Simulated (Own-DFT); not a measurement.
# One host, several defects: D0_22 TiAl3

The numbers are computed, not measured, by runs of the plane-wave DFT program Own-DFT (in-house, retired, unreviewed) at fixed positions, with no spin and no spin-orbit coupling.

Settings: PBE; PseudoDojo norm-conserving scalar-relativistic files; cutoff 42 hartree; 4 x 4 x 4 k mesh centred on Gamma; cold (Marzari-Vanderbilt) smearing of 0.2 eV.

Keep in mind: forces on such cells failed a check on a denser k mesh; stress not checked against mesh or cutoff.

All runs share one cell, with vectors in Å (-2.365, -6.981, 4.326); (-7.667, 3.491, 1.442); (-2.950, -3.488, -7.241) and a volume of 625.4 Å³. u is the rms random offset of the atoms per axis. The defect's site can differ from row to row.

| cell | formula | u (Å) | P (GPa) |
|---|---|---|---|
| no defect | Al30Ti10 | 0.0210 | 2.00 |
| no defect | Al30Ti10 | 0.0489 | 2.58 |
| no defect | Al30Ti10 | 0.0512 | 2.70 |
| two Al vacancies | Al28Ti10 | 0.0288 | 1.22 |
| two Al vacancies | Al28Ti10 | 0.0315 | 1.16 |
| two Al vacancies | Al28Ti10 | 0.0498 | 1.40 |
| two Al on a Ti site each | Al32Ti8 | 0.0280 | 2.88 |
| two Al on a Ti site each | Al32Ti8 | 0.0494 | 3.44 |
| two Al on a Ti site each | Al32Ti8 | 0.0507 | 3.37 |
| two Ti on an Al site each | Al28Ti12 | 0.0292 | 3.33 |
| two Ti on an Al site each | Al28Ti12 | 0.0307 | 3.36 |
| two Ti on an Al site each | Al28Ti12 | 0.0469 | 3.72 |
| two Ti on an Al site each | Al28Ti12 | 0.0497 | ? |

## Working it out

P = P0 + c u² + a shift for each defect gives P0 = 1.94 GPa, c = 266 ± 31 GPa/Å² and a scatter of 0.08 GPa. The shifts, and each times the cell's volume:

- two Ti on an Al site each: 1.17 ± 0.07 GPa, 4.6 eV (2.3 eV for each of its 2 sites)
- two Al on a Ti site each: 0.77 ± 0.07 GPa, 3.0 eV (1.5 eV for each of its 2 sites)
- two Al vacancies: -1.06 ± 0.07 GPa, -4.1 eV (-2.1 eV for each of its 2 sites)

A positive shift means that the defect pushes the cell outwards. Shift times volume (160.2 GPa Å³ is 1 eV) depends little on the cell's size, so, taken for each site, it can be compared between cells at like pressure. The atoms around the defects weren't relaxed, which would change these numbers.

## The run left out

The question: what pressure belongs in the blank (two Ti on an Al site each, u = 0.0497 Å)?

The fit gives 3.77 ± 0.10 GPa. The run itself gave 3.88 GPa.
